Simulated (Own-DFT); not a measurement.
# A change of arrangement and its cost: C16Si16, 32 atoms

Source: density functional calculations with Own-DFT, an unreviewed in-house program that is no longer used. Nothing was measured or relaxed, and spin and spin-orbit coupling are left out.

All runs used: PBE; PseudoDojo norm-conserving scalar-relativistic files; cutoff 42 hartree; 5 x 5 x 3 k mesh centred on Gamma; Fermi-Dirac smearing of 0.1 eV.

Caveats: forces on such cells passed a denser k mesh, each cell not checked; stress not checked against mesh or cutoff.

All cells hold the same atoms in the same cell, with vectors in Å (6.165, 0.000, 0.000); (-3.083, 5.339, 0.000); (0.000, 0.000, 10.068). u is the rms random offset of the atoms per axis. E is the free energy of the cell above the lowest run. The arrangements:

- A: 2H SiC
- B: 4H SiC

```
arrangement   u (Å)  E (eV)  P (GPa)
          A  0.0282   0.165     3.88
          A  0.0293   0.265     3.83
          A  0.0312   0.297     3.88
          A  0.0499   2.039     4.77
          A  0.0574   2.663     5.26
          A  0.0633   4.313     6.97
          B  0.0271   0.000     3.48
          B  0.0293   0.159     3.70
          B  0.0302   0.196     3.92
          B  0.0587   4.058     6.76
          B  0.0600   3.613     6.49
          B  0.0627   4.235     6.98
```

Q: once the cost of the random moves is taken out, how do the arrangements rank?

## Working it out

Fit E = a + b u², with one b for all and one a for each arrangement, and with residuals divided by u², since the noise grows with the moves. Then b = 1259 eV/Å², the scatter at u = 0.04 Å is 0.16 eV, and against A:

- B: -0.04 ± 0.07 eV (not told apart from A)

The cells share one lattice and weren't relaxed, which can shift such small differences either way.
